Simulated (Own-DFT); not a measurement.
Hf31SiO64 (monoclinic hafnia with substituted atoms, atoms displaced) (calculated)

All values are calculated (Own-DFT development build). A calculation, not a measurement: plane-wave PBE and HSE06 DFT by an unreviewed code, no spin, of a simulated cell at Gamma alone, so results move with cell size and shape, stress positive in tension, energies less offsets, not probed for a lower state with spin; hafnium file: forces about 75 meV/angstrom off all-electron values; oxygen file: force components 24 meV/angstrom off all-electron in a glass; k mesh not checked against a denser one; forces and stress are PBE's, HSE06 gives the energy alone, and its difference from PBE has offsets of its own; offsets are fitted by least squares, one for each functional and potential file, so energies compare only between cells with the same atoms and settings and are not formation energies; the far tail of each file's local potential was reset to the Coulomb form; each entry is a single point on an unrelaxed cell, so the pressure reflects the starting lattice, mostly measured values, from which strain is counted, and rises with the displacements; printed positions are rounded, which can move forces by about a meV/angstrom; the program is a retired in-house code; no spin-orbit coupling.

Common to all runs: first functional PBE; second functional HSE06; exact exchange share 0.25; screening 0.11 1/bohr; exchange divergence Gygi-Baldereschi; potential files PseudoDojo norm-conserving, scalar-relativistic, made for PBE, standard set; wave cutoff 48 hartree; occupations fixed; k mesh 1 x 1 x 1 centred on Gamma.

(1) 
```cif
# cell vector a (Å): 10.2340 0.0000 0.0000
# cell vector b (Å): 0.0000 10.3500 0.0000
# cell vector c (Å): -1.6955 0.0000 10.4453
data_Hf31SiO64
_symmetry_space_group_name_H-M 'P 1'
_symmetry_Int_Tables_number 1
_cell_length_a 10.2340
_cell_length_b 10.3500
_cell_length_c 10.5820
_cell_angle_alpha 90.000
_cell_angle_beta 99.220
_cell_angle_gamma 90.000
_cell_volume 1106.39
loop_
_atom_site_label
_atom_site_type_symbol
_atom_site_fract_x
_atom_site_fract_y
_atom_site_fract_z
_atom_site_occupancy
Hf1 Hf 0.14166 0.02012 0.10455 1
Hf2 Hf 0.36930 0.26660 0.15109 1
Hf3 Hf 0.36804 0.48120 0.40062 1
Hf4 Hf 0.13744 0.23267 0.35620 1
O1 O 0.03946 0.16805 0.17376 1
O2 O 0.46515 0.41362 0.07214 1
O3 O 0.46312 0.33069 0.33068 1
O4 O 0.03695 0.08410 0.42270 1
O5 O 0.22893 0.37793 0.24664 1
O6 O 0.27483 0.13039 0.00984 1
O7 O 0.27417 0.11861 0.26922 1
O8 O 0.22563 0.36974 0.48557 1
Hf5 Hf 0.13899 0.01610 0.60948 1
Hf6 Hf 0.35977 0.27297 0.63758 1
Hf7 Hf 0.36116 0.47510 0.89740 1
Hf8 Hf 0.14370 0.22677 0.85157 1
O9 O 0.03613 0.17357 0.67227 1
O10 O 0.45654 0.41179 0.58320 1
O11 O 0.46207 0.33679 0.82597 1
O12 O 0.04572 0.08573 0.92482 1
O13 O 0.22008 0.37384 0.73178 1
O14 O 0.27640 0.12858 0.51100 1
O15 O 0.27255 0.11940 0.75286 1
O16 O 0.22404 0.37329 0.98857 1
Hf9 Hf 0.13709 0.51195 0.11309 1
Hf10 Hf 0.35396 0.77158 0.14385 1
Hf11 Hf 0.36729 0.98186 0.40115 1
Hf12 Hf 0.13225 0.72698 0.35523 1
O17 O 0.03738 0.66666 0.17614 1
O18 O 0.45717 0.90713 0.07348 1
O19 O 0.46078 0.83217 0.33450 1
O20 O 0.03764 0.58259 0.42368 1
O21 O 0.22341 0.87965 0.23855 1
O22 O 0.27550 0.63068 0.99888 1
O23 O 0.27221 0.62340 0.26243 1
O24 O 0.23362 0.86565 0.48891 1
Hf13 Hf 0.13903 0.52487 0.60108 1
Hf14 Hf 0.36630 0.77129 0.64799 1
Hf15 Hf 0.36906 0.98007 0.89943 1
Hf16 Hf 0.14974 0.73492 0.85804 1
O25 O 0.03496 0.66741 0.67035 1
O26 O 0.45813 0.91974 0.58238 1
O27 O 0.45397 0.83643 0.82517 1
O28 O 0.02988 0.57519 0.92158 1
O29 O 0.21819 0.88427 0.73984 1
O30 O 0.27222 0.63153 0.50508 1
O31 O 0.28023 0.62329 0.76076 1
O32 O 0.22187 0.87211 0.98641 1
Hf17 Hf 0.64197 0.01776 0.09930 1
Hf18 Hf 0.86117 0.26898 0.13681 1
Hf19 Hf 0.85561 0.46771 0.39262 1
Hf20 Hf 0.63232 0.23079 0.34482 1
O33 O 0.54429 0.17215 0.18366 1
O34 O 0.96395 0.41278 0.07370 1
O35 O 0.96149 0.33479 0.32808 1
O36 O 0.54334 0.08646 0.42149 1
O37 O 0.73071 0.37908 0.24264 1
O38 O 0.78102 0.12549 0.00897 1
O39 O 0.77518 0.12518 0.25393 1
O40 O 0.72617 0.37935 0.48907 1
Hf21 Hf 0.64468 0.01389 0.61071 1
Hf22 Hf 0.86145 0.27138 0.63467 1
Hf23 Hf 0.85590 0.47866 0.89038 1
Si1 Si 0.63813 0.22721 0.85460 1
O41 O 0.53334 0.17034 0.66839 1
O42 O 0.95684 0.42461 0.57134 1
O43 O 0.95915 0.33229 0.82874 1
O44 O 0.53293 0.08487 0.91502 1
O45 O 0.72361 0.38029 0.73585 1
O46 O 0.77594 0.13103 0.50112 1
O47 O 0.78317 0.12369 0.76275 1
O48 O 0.72791 0.37457 0.99148 1
Hf24 Hf 0.64401 0.52149 0.10679 1
Hf25 Hf 0.86243 0.76972 0.15101 1
Hf26 Hf 0.85882 0.97467 0.39328 1
Hf27 Hf 0.63369 0.72776 0.35873 1
O49 O 0.54462 0.66146 0.17999 1
O50 O 0.96399 0.91313 0.07879 1
O51 O 0.96003 0.83148 0.32718 1
O52 O 0.54054 0.58107 0.42342 1
O53 O 0.72548 0.87700 0.24444 1
O54 O 0.77588 0.63183 0.00392 1
O55 O 0.76952 0.62244 0.26049 1
O56 O 0.72839 0.86367 0.49400 1
Hf28 Hf 0.63492 0.52055 0.60533 1
Hf29 Hf 0.86520 0.76367 0.64634 1
Hf30 Hf 0.85882 0.97990 0.89905 1
Hf31 Hf 0.64019 0.73280 0.85519 1
O57 O 0.54360 0.67134 0.67216 1
O58 O 0.96392 0.91810 0.57487 1
O59 O 0.96110 0.83559 0.82823 1
O60 O 0.53606 0.58951 0.93230 1
O61 O 0.73162 0.87201 0.73996 1
O62 O 0.77220 0.63309 0.50267 1
O63 O 0.77379 0.62095 0.76296 1
O64 O 0.72184 0.87067 0.98423 1
_calc_PBE_energy_of_cell_above_offsets '-86.940'  # eV
_calc_HSE06_less_PBE_above_offsets '0.331'  # eV
_calc_PBE_pressure 3.98  # GPa
_calc_PBE_stress_xx -3.68  # GPa
_calc_PBE_stress_yy -3.82  # GPa
_calc_PBE_stress_zz -4.44  # GPa
_calc_PBE_stress_yz -0.08  # GPa
_calc_PBE_stress_xz -0.53  # GPa
_calc_PBE_stress_xy 0.14  # GPa
```

Force:
| element | x (eV/Å) | y (eV/Å) | z (eV/Å) |
| --- | --- | --- | --- |
| Hf | -0.986 | 0.684 | 0.317 |
| Hf | -1.573 | 1.004 | -1.002 |
| Hf | -1.464 | 0.232 | -0.827 |
| Hf | -0.511 | -1.357 | 0.115 |
| O | -0.411 | 0.017 | -0.535 |
| O | 0.233 | -0.471 | 1.208 |
| O | -0.01 | 0.501 | 0.035 |
| O | -0.538 | -0.422 | -0.145 |
| O | 0.145 | 0.106 | -0.865 |
| O | 1.283 | -0.079 | 0.867 |
| O | 0.822 | 0.437 | -1.163 |
| O | -0.234 | 0.682 | 0.273 |
| Hf | -0.462 | 1.575 | -1.794 |
| Hf | -1.588 | -2.333 | 1.65 |
| Hf | 0.168 | 0.895 | -0.192 |
| Hf | -1.438 | 1.123 | -0.224 |
| O | 0.012 | -0.814 | -0.579 |
| O | 2.577 | 3.132 | -1.239 |
| O | 2.431 | -1.932 | 0.359 |
| O | -1.686 | -1.083 | -0.101 |
| O | 0.342 | 0.847 | 0.396 |
| O | 0.044 | -0.093 | -0.018 |
| O | 0.534 | -0.171 | 1.321 |
| O | -0.022 | -0.287 | 0.468 |
| Hf | -0.35 | 0.887 | -2.262 |
| Hf | 0.274 | -1.629 | 1.123 |
| Hf | -0.777 | 0.046 | -0.325 |
| Hf | 0.999 | 0.394 | 0.329 |
| O | -0.574 | -0.287 | -0.577 |
| O | 2.258 | 1.764 | 0.446 |
| O | 0.437 | -0.343 | -0.695 |
| O | -0.709 | -0.298 | -0.389 |
| O | 0.148 | -0.155 | -0.413 |
| O | -0.15 | 0.232 | 2.001 |
| O | 0.752 | -0.575 | -0.332 |
| O | -0.994 | 0.534 | 0.29 |
| Hf | -0.647 | -0.512 | 0.306 |
| Hf | -1.211 | -0.513 | -0.922 |
| Hf | -2.482 | 0.778 | -1.547 |
| Hf | -2.76 | -1.702 | -1.161 |
| O | 0.752 | -0.151 | 0.377 |
| O | 2.156 | 0.96 | 0.455 |
| O | 1.795 | -0.929 | 0.351 |
| O | 1.331 | 1.342 | 0.178 |
| O | 0.521 | -1.356 | 0.605 |
| O | 0.835 | -0.629 | 0.975 |
| O | -0.035 | -0.149 | -0.517 |
| O | 0.141 | 0.382 | 0.833 |
| Hf | -0.083 | 0.07 | 1.334 |
| Hf | 0.933 | -0.022 | 1.794 |
| Hf | 0.908 | 3.368 | 0.212 |
| Hf | 2.43 | 0.291 | 3.858 |
| O | -1.226 | -1.925 | -3.97 |
| O | 0.149 | 0.199 | 0.935 |
| O | 1.155 | -1.049 | -0.641 |
| O | -1.101 | -1.384 | 0.691 |
| O | -0.958 | -0.32 | -1.326 |
| O | -1.472 | 0.461 | -0.49 |
| O | 0.292 | -1.158 | -0.379 |
| O | -1.46 | -1.143 | -0.136 |
| Hf | -0.586 | 1.408 | -1.178 |
| Hf | 0.379 | 0.285 | 1.848 |
| Hf | 1.914 | -0.162 | 0.045 |
| Si | -1.797 | 0.361 | -2.425 |
| O | 1.856 | -0.62 | 1.789 |
| O | 0.917 | -0.586 | 0.989 |
| O | 0.674 | -0.566 | -0.59 |
| O | 2.813 | 2.189 | 0.513 |
| O | -0.998 | -1.037 | 0.487 |
| O | 0.009 | -0.244 | 1.017 |
| O | -1.989 | 0.217 | 0.374 |
| O | -1.304 | -2.396 | -1.347 |
| Hf | -0.732 | 0.603 | -0.509 |
| Hf | 0.315 | -0.91 | -0.726 |
| Hf | 0.701 | 1.656 | 0.989 |
| Hf | 0.936 | 0.302 | -0.659 |
| O | -2.312 | 0.976 | -0.627 |
| O | 0.013 | 0.574 | -0.056 |
| O | 0.542 | -0.163 | 0.205 |
| O | -1.474 | -1.054 | 0.433 |
| O | -0.697 | 0.888 | -1.283 |
| O | -0.031 | 0.112 | 1.161 |
| O | 1.38 | -0.438 | -0.051 |
| O | -0.643 | 1.433 | -0.023 |
| Hf | 1.156 | -0.265 | 0.167 |
| Hf | 0.285 | 0.521 | -0.205 |
| Hf | 2.628 | -0.49 | -0.97 |
| Hf | -0.546 | -1.672 | 0.089 |
| O | -1.138 | 0.34 | -0.199 |
| O | -0.254 | -0.435 | 0.278 |
| O | 1.007 | -0.354 | 0.317 |
| O | -0.168 | 0.174 | -0.924 |
| O | -1.323 | 1.249 | 0.084 |
| O | 0.109 | -0.698 | 1.368 |
| O | 0.032 | 0.102 | -0.885 |
| O | -0.613 | 1.037 | 1.172 |

(2) 
```cif
# cell vector a (Å): 10.2340 0.0000 0.0000
# cell vector b (Å): 0.0000 10.3500 0.0000
# cell vector c (Å): -1.6955 0.0000 10.4453
data_Hf31SiO64
_symmetry_space_group_name_H-M 'P 1'
_symmetry_Int_Tables_number 1
_cell_length_a 10.2340
_cell_length_b 10.3500
_cell_length_c 10.5820
_cell_angle_alpha 90.000
_cell_angle_beta 99.220
_cell_angle_gamma 90.000
_cell_volume 1106.39
loop_
_atom_site_label
_atom_site_type_symbol
_atom_site_fract_x
_atom_site_fract_y
_atom_site_fract_z
_atom_site_occupancy
Hf1 Hf 0.13032 0.01715 0.11040 1
Hf2 Hf 0.36041 0.27100 0.14165 1
Hf3 Hf 0.36480 0.47666 0.39652 1
Hf4 Hf 0.14722 0.23641 0.35910 1
O1 O 0.03451 0.16365 0.16933 1
O2 O 0.47082 0.41579 0.08028 1
O3 O 0.45625 0.33829 0.33115 1
O4 O 0.03115 0.09351 0.42328 1
O5 O 0.23285 0.38296 0.23562 1
O6 O 0.27772 0.13038 0.00704 1
O7 O 0.27782 0.11928 0.25872 1
O8 O 0.22300 0.37993 0.49204 1
Hf5 Hf 0.13919 0.02228 0.60958 1
Hf6 Hf 0.36537 0.27114 0.65375 1
Hf7 Hf 0.36133 0.47635 0.89873 1
Hf8 Hf 0.13382 0.22688 0.85857 1
O9 O 0.03862 0.16187 0.67942 1
O10 O 0.46132 0.41494 0.57250 1
O11 O 0.46915 0.32688 0.82362 1
O12 O 0.03175 0.08944 0.92570 1
O13 O 0.22337 0.37942 0.74983 1
O14 O 0.28104 0.12775 0.51203 1
O15 O 0.27215 0.11907 0.75855 1
O16 O 0.22723 0.37190 0.98553 1
Hf9 Hf 0.13588 0.52029 0.10214 1
Hf10 Hf 0.35870 0.77373 0.14853 1
Hf11 Hf 0.36258 0.98237 0.38746 1
Hf12 Hf 0.12854 0.73874 0.35581 1
O17 O 0.03481 0.67614 0.17503 1
O18 O 0.46319 0.91226 0.07767 1
O19 O 0.46957 0.83715 0.32594 1
O20 O 0.03847 0.58752 0.42581 1
O21 O 0.22932 0.88312 0.24479 1
O22 O 0.26990 0.62192 0.00328 1
O23 O 0.27555 0.62201 0.25713 1
O24 O 0.22831 0.87832 0.49207 1
Hf13 Hf 0.13318 0.51964 0.61241 1
Hf14 Hf 0.36314 0.76079 0.65130 1
Hf15 Hf 0.36081 0.98426 0.88987 1
Hf16 Hf 0.13341 0.73232 0.85547 1
O25 O 0.03056 0.67206 0.67553 1
O26 O 0.46053 0.91011 0.57915 1
O27 O 0.46288 0.83254 0.82270 1
O28 O 0.02710 0.57621 0.92392 1
O29 O 0.22801 0.88184 0.74098 1
O30 O 0.27785 0.62768 0.50505 1
O31 O 0.27829 0.62157 0.76242 1
O32 O 0.22935 0.86807 0.98846 1
Hf17 Hf 0.64592 0.02857 0.10271 1
Hf18 Hf 0.86025 0.26694 0.13752 1
Hf19 Hf 0.85629 0.47133 0.39784 1
Hf20 Hf 0.64120 0.22839 0.35538 1
O33 O 0.53333 0.16486 0.16946 1
O34 O 0.96998 0.41762 0.08058 1
O35 O 0.96037 0.32946 0.32061 1
O36 O 0.53938 0.08731 0.41745 1
O37 O 0.71913 0.38040 0.23591 1
O38 O 0.77565 0.12560 0.00796 1
O39 O 0.77890 0.11353 0.26205 1
O40 O 0.72828 0.37712 0.49150 1
Hf21 Hf 0.63963 0.01796 0.60800 1
Hf22 Hf 0.86324 0.26418 0.64327 1
Hf23 Hf 0.85243 0.47642 0.89073 1
Hf24 Hf 0.63882 0.23014 0.85863 1
O41 O 0.53974 0.17074 0.67520 1
O42 O 0.95733 0.40882 0.57645 1
O43 O 0.96158 0.33566 0.82347 1
O44 O 0.53255 0.08205 0.91543 1
O45 O 0.72009 0.38021 0.74857 1
O46 O 0.77276 0.12967 0.50331 1
O47 O 0.77239 0.12214 0.75385 1
O48 O 0.71996 0.37401 0.98171 1
Hf25 Hf 0.63986 0.51611 0.10885 1
Hf26 Hf 0.86312 0.77008 0.14343 1
Hf27 Hf 0.86816 0.98588 0.39791 1
Hf28 Hf 0.64040 0.73013 0.35892 1
O49 O 0.54101 0.66811 0.17865 1
O50 O 0.96748 0.93405 0.07542 1
O51 O 0.96858 0.82996 0.32710 1
O52 O 0.53904 0.57866 0.41629 1
O53 O 0.73037 0.87485 0.25037 1
O54 O 0.77679 0.62663 0.01538 1
O55 O 0.77911 0.62697 0.26907 1
O56 O 0.72945 0.87214 0.48922 1
Hf29 Hf 0.64227 0.51845 0.60007 1
Si1 Si 0.86870 0.77348 0.64534 1
Hf30 Hf 0.86167 0.97772 0.89436 1
Hf31 Hf 0.63815 0.72872 0.85585 1
O57 O 0.53291 0.66003 0.68243 1
O58 O 0.96495 0.91892 0.58277 1
O59 O 0.96331 0.83637 0.83836 1
O60 O 0.52870 0.58729 0.92651 1
O61 O 0.72088 0.88217 0.73849 1
O62 O 0.78317 0.63381 0.50750 1
O63 O 0.77759 0.61601 0.76300 1
O64 O 0.72450 0.86726 0.98140 1
_calc_PBE_energy_of_cell_above_offsets '-87.229'  # eV
_calc_HSE06_less_PBE_above_offsets '0.347'  # eV
_calc_PBE_pressure 3.56  # GPa
_calc_PBE_stress_xx -3.27  # GPa
_calc_PBE_stress_yy -3.65  # GPa
_calc_PBE_stress_zz -3.76  # GPa
_calc_PBE_stress_yz -0.11  # GPa
_calc_PBE_stress_xz -0.11  # GPa
_calc_PBE_stress_xy -0.11  # GPa
```

Force:
| element | x (eV/Å) | y (eV/Å) | z (eV/Å) |
| --- | --- | --- | --- |
| Hf | 3.71 | 1.452 | -0.882 |
| Hf | 0.045 | 0.019 | 0.365 |
| Hf | -1.521 | 2.862 | -0.252 |
| Hf | -0.711 | -0.387 | -0.673 |
| O | -0.473 | 1.167 | 0.75 |
| O | -0.808 | -0.728 | -0.343 |
| O | 2.85 | -2.883 | -0.961 |
| O | 0.894 | 0.045 | 0.477 |
| O | -1.396 | -0.887 | 0.159 |
| O | -0.324 | -0.114 | 0.222 |
| O | -0.446 | 1.213 | 0.073 |
| O | -0.828 | -1.232 | 0.072 |
| Hf | 1.648 | -1.092 | -1.08 |
| Hf | 0.098 | -0.166 | -1.458 |
| Hf | 0.54 | 0.993 | -0.157 |
| Hf | 0.582 | 0.684 | -0.073 |
| O | -1.273 | 0.839 | -0.505 |
| O | 1.09 | 0.055 | 1.115 |
| O | -1.039 | 1.312 | 1.231 |
| O | -0.327 | -0.522 | -0.157 |
| O | 0.175 | 0.009 | -1.234 |
| O | -0.47 | 0.917 | -0.144 |
| O | 0.217 | 0.792 | 0.143 |
| O | -0.543 | -0.475 | 1.08 |
| Hf | 0.518 | 1.056 | 0.45 |
| Hf | 1.423 | -1.266 | -0.218 |
| Hf | 0.395 | -1.025 | 2.383 |
| Hf | 3.513 | -2.402 | 1.238 |
| O | 0.425 | -0.665 | -1.147 |
| O | 1.33 | 1.273 | -0.359 |
| O | -0.392 | 0.208 | 0.117 |
| O | -1.216 | -1.286 | 0.636 |
| O | -0.762 | -0.204 | -0.743 |
| O | 0.046 | 0.739 | 0.508 |
| O | -0.219 | 0.195 | -0.122 |
| O | -0.974 | -0.323 | -0.6 |
| Hf | 0.843 | 0.523 | -1.921 |
| Hf | -0.085 | 1.248 | -1.736 |
| Hf | 0.155 | -1.817 | 1.41 |
| Hf | 0.916 | -0.99 | 0.901 |
| O | -2.109 | 1.24 | -0.579 |
| O | 1.694 | 1.21 | -0.281 |
| O | 0.613 | 0.329 | 1.051 |
| O | 0.973 | 1.401 | -0.617 |
| O | -1.041 | -0.447 | 0.043 |
| O | -0.465 | 0.353 | 1.491 |
| O | -1.213 | -0.356 | -0.28 |
| O | -1.114 | 0.205 | 0.09 |
| Hf | -2.826 | -2.926 | 0.674 |
| Hf | 1.669 | 1.389 | 1.517 |
| Hf | 2.587 | 2.329 | -1.433 |
| Hf | -1.414 | 0.123 | -0.674 |
| O | 0.825 | 0.223 | 0.306 |
| O | -1.735 | -1.436 | -0.137 |
| O | 0.156 | 0.191 | 0.54 |
| O | -0.559 | -0.478 | 0.46 |
| O | 0.611 | -1.243 | 0.706 |
| O | 0.144 | 0.645 | 0.097 |
| O | -0.335 | 1.58 | -1.193 |
| O | -1.375 | -1.419 | -0.138 |
| Hf | -1.597 | -0.259 | -1.332 |
| Hf | -0.427 | 0.018 | 1.342 |
| Hf | 1.525 | 0.695 | 0.908 |
| Hf | 0.003 | -0.531 | -1.847 |
| O | -0.187 | -0.546 | -0.717 |
| O | 1.697 | 1.024 | 0.113 |
| O | 0.202 | -0.55 | 0.073 |
| O | 0.837 | 0.133 | 0.91 |
| O | 0.139 | -0.363 | -2.046 |
| O | 0.548 | 0.397 | 0.776 |
| O | 0.619 | -0.355 | 0.912 |
| O | 0.041 | -0.637 | 1.773 |
| Hf | -0.758 | 2.918 | -0.406 |
| Hf | -0.94 | -0.199 | 0.835 |
| Hf | -0.866 | -2.093 | -0.061 |
| Hf | 0.04 | 0.423 | -0.958 |
| O | -0.378 | -0.424 | -0.749 |
| O | -3.378 | -3.149 | 0.541 |
| O | -2.224 | 2.53 | 0.012 |
| O | 0.433 | -0.06 | 1.18 |
| O | 0.293 | 1.148 | -1.891 |
| O | -0.075 | -0.045 | -0.186 |
| O | 0.567 | -1.151 | -0.724 |
| O | 0.293 | 0.05 | 1.483 |
| Hf | -1.401 | 0.967 | 0.978 |
| Si | 1.368 | 0.197 | -0.324 |
| Hf | -0.379 | 1.133 | -0.764 |
| Hf | -1.074 | -0.844 | -0.316 |
| O | 1.077 | -0.924 | -1.048 |
| O | -1.588 | -2.148 | 0.976 |
| O | 0.13 | -1.264 | -1.904 |
| O | 0.705 | -0.138 | 0.128 |
| O | 1.498 | -1.52 | -0.356 |
| O | -0.084 | 0.844 | 2.45 |
| O | 0.194 | 1.588 | -1.404 |
| O | 0.456 | 1.078 | 1.438 |
